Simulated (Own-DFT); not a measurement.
# Which defects push the lattice out? C40 NbSi2

Source: density functional calculations with Own-DFT, an unreviewed in-house program that is no longer used. Nothing was measured or relaxed, and spin and spin-orbit coupling are left out.

Method: PBE; PseudoDojo norm-conserving scalar-relativistic files; cutoff 42 hartree; 4 x 4 x 5 k mesh centred on Gamma; cold (Marzari-Vanderbilt) smearing of 0.2 eV.

Keep in mind: forces on such cells failed a check on a denser k mesh; stress not checked against mesh or cutoff.

All runs share one cell, with vectors in Å (0.000, 8.324, 0.000); (-9.613, 0.000, 0.000); (0.000, 0.000, 6.586) and a volume of 527.0 Å³. Atoms were moved at random from their sites; u is the rms move along one axis. The defect's site can differ from row to row.

```
cell,formula,u (Å),P (GPa)
no defect,Nb12Si24,0.0175,1.44
no defect,Nb12Si24,0.0444,2.33
no defect,Nb12Si24,0.0482,2.42
two Nb on a Si site each,Nb14Si22,0.0280,7.54
two Nb on a Si site each,Nb14Si22,0.0303,7.74
two Nb on a Si site each,Nb14Si22,0.0481,?
two Nb on a Si site each,Nb14Si22,0.0502,8.87
one Si vacancy,Nb12Si23,0.0306,0.91
one Si vacancy,Nb12Si23,0.0487,1.77
one Si vacancy,Nb12Si23,0.0551,2.05
two Si on a Nb site each,Nb10Si26,0.0330,1.53
two Si on a Nb site each,Nb10Si26,0.0477,1.99
two Si on a Nb site each,Nb10Si26,0.0538,2.62
two Nb vacancies,Nb10Si24,0.0284,-0.10
two Nb vacancies,Nb10Si24,0.0294,-0.29
two Nb vacancies,Nb10Si24,0.0456,-0.20
```

## Fit

P = P0 + c u² + a shift for each defect gives P0 = 1.27 GPa, c = 519 ± 75 GPa/Å² and a scatter of 0.23 GPa. The shifts, and each times the cell's volume:

- two Nb on a Si site each: 6.05 ± 0.19 GPa, 19.9 eV (9.9 eV for each of its 2 sites)
- two Si on a Nb site each: -0.31 ± 0.19 GPa, -1.0 eV (-0.5 eV for each of its 2 sites) (not resolved)
- one Si vacancy: -0.79 ± 0.19 GPa, -2.6 eV
- two Nb vacancies: -2.12 ± 0.19 GPa, -7.0 eV (-3.5 eV for each of its 2 sites)

Against the defect-free cell, a freed cell would be larger where the shift is positive and smaller where it is negative (160.2 GPa Å³ is 1 eV). The atoms around the defects weren't relaxed, which would change these numbers.

## Check

Question: what pressure belongs in the blank (two Nb on a Si site each, u = 0.0481 Å)?

The fit gives 8.52 ± 0.27 GPa. The run itself gave 8.18 GPa.
